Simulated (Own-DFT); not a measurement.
# Response to strain: C40 NbSi2, 36 atoms (Nb12Si24)

These are calculations, not measurements. They come from Own-DFT, an in-house plane-wave density functional program, since retired, whose code no person has reviewed. Each row is one single-point run on a periodic cell that was not relaxed, without spin or spin-orbit coupling.

Settings of every run: PBEsol; PseudoDojo norm-conserving scalar-relativistic files, made for PBE; cutoff 42 hartree; 4 x 4 x 5 k mesh centred on Gamma; cold (Marzari-Vanderbilt) smearing of 0.2 eV.

Known limits: forces on such cells failed a check on a denser k mesh; stress not checked against mesh or cutoff.

Unstrained cell vectors in Å: (0.000, 8.324, 0.000); (-9.613, 0.000, 0.000); (0.000, 0.000, 6.586). The unstrained cell was taken from the Materials Project. The random moves and any unrelaxed bonds add to the pressure at no strain. Each run strains this cell uniformly, with the atoms carried along. Every atom was also moved at random, by a Gaussian of width 0.05 Å on each axis. Strain is the symmetric tensor, in per cent. Stress is positive in tension, and the pressure is minus a third of its trace.

| run | e_xx (%) | e_yy (%) | e_zz (%) | e_yz (%) | e_xz (%) | e_xy (%) | s_xx (GPa) | s_yy (GPa) | s_zz (GPa) | s_yz (GPa) | s_xz (GPa) | s_xy (GPa) | P (GPa) | E (meV/atom) |
|---|---|---|---|---|---|---|---|---|---|---|---|---|---|---|
| 1 | 0.39 | 1.49 | 0.53 | 1.17 | -1.33 | 0.70 | 3.79 | 7.10 | 3.57 | 3.04 | -3.70 | 2.18 | -4.82 | 23.3 |
| 2 | 0.49 | 1.58 | 1.80 | 1.34 | -0.21 | 1.86 | 5.11 | 7.66 | 8.57 | 4.02 | -0.45 | 5.19 | -7.11 | 38.1 |
| 3 | 0.27 | -0.52 | -1.60 | -1.33 | -0.93 | 0.38 | 0.50 | -1.05 | -8.37 | -4.43 | -3.33 | 0.92 | 2.97 | 16.8 |
| 4 | 1.21 | -1.31 | -0.91 | 1.21 | 1.06 | -0.27 | 4.13 | -3.09 | -4.18 | 3.60 | 3.42 | -0.49 | 1.05 | 9.3 |
| 5 | -1.45 | 1.39 | -1.13 | 0.39 | 1.28 | -1.16 | -4.76 | 4.01 | -6.41 | 1.00 | 4.53 | -3.37 | 2.38 | 45.0 |
| 6 | -0.74 | 0.99 | -0.40 | -0.82 | -1.85 | 1.72 | -1.80 | 3.75 | -2.09 | -3.03 | -6.35 | 4.93 | 0.05 | 29.2 |
| 7 | 1.26 | 0.55 | -1.00 | 0.50 | 1.94 | 0.44 | 4.94 | 3.35 | -4.37 | 1.48 | 6.05 | 1.95 | -1.31 | 34.0 |
| 8 | 0.18 | 0.32 | 1.11 | -1.99 | 0.39 | -1.48 | 2.70 | 3.28 | 5.64 | -4.98 | 0.59 | -4.08 | -3.87 | 17.3 |
| 9 | -0.88 | -0.21 | 1.41 | -0.59 | 0.38 | -0.44 | -0.71 | 1.75 | 5.60 | -1.13 | 1.66 | -1.61 | -2.21 | 0.0 |
| 10 | 0.35 | 0.99 | -0.53 | -0.99 | 0.14 | -0.91 | 2.96 | 5.16 | -1.19 | -2.90 | 0.49 | -2.47 | -2.31 | 5.8 |
| 11 | 1.99 | -0.52 | -0.20 | 1.81 | 1.59 | 1.55 | 7.63 | 0.42 | -0.38 | 6.06 | 4.31 | 3.89 | -2.56 | 29.2 |
| 12 | 0.71 | 0.24 | -1.34 | 0.76 | 1.39 | 1.37 | 2.33 | 1.55 | -6.03 | 2.66 | 3.55 | 4.53 | 0.72 | 27.5 |
| 13 | -1.79 | 0.83 | -0.69 | 1.20 | -0.17 | -0.65 | -5.18 | 2.60 | -4.06 | 3.71 | -0.52 | -1.72 | 2.22 | 10.2 |
| 14 | -0.99 | -0.79 | 1.28 | -1.92 | -0.11 | 1.25 | -2.44 | -1.46 | 4.11 | -6.12 | 0.04 | 4.02 | -0.07 | 24.1 |
| 15 | 0.61 | 1.85 | -0.42 | 1.96 | 0.27 | 0.98 | 4.09 | 7.63 | -0.38 | 5.69 | 1.27 | 3.14 | -3.78 | 28.4 |
| 16 | 1.78 | 0.55 | -1.32 | 1.41 | -1.18 | 0.61 | ? | ? | ? | ? | ? | ? | ? | ? |

E is the free energy for each atom above the lowest run shown.

## Worked fit

Each stress component was fitted by least squares to a constant and the strains of the runs shown, as fractions, with shears doubled. Shear strains stay in the fit of a normal stress only where such slopes are resolved. The slopes, in GPa:

```
stress,at no strain,per e_xx,per e_yy,per e_zz,scatter
s_xx,1.0,364 ± 9,57 ± 10,82 ± 9,0.35
s_yy,1.3,59 ± 10,334 ± 11,65 ± 10,0.38
s_zz,-0.4,72 ± 13,61 ± 15,466 ± 13,0.51
```

Each shear stress against twice its own strain: yz 150 ± 5, xz 156 ± 8, xy 147 ± 6 GPa. These are stiffnesses along x, y and z of the frame in which the cell vectors are given, which need not be the crystal's axes. The atoms are held to the strained lattice; where symmetry lets them move under strain, relaxing them would lower some slopes. The table should be nearly symmetric about its diagonal, and what it lacks of that shows the noise. A ninth of its sum, 173 ± 9 GPa, estimates the bulk modulus near the mean pressure of these runs, -1.2 GPa.

## Withheld run

Question: what normal stresses and pressure should run 16 give?

The fit gives s_xx = 6.7, s_yy = 3.4, s_zz = -4.9 and P = -1.7 GPa. The calculation gave 6.52, 3.58, -5.33 and P = -1.59 GPa.
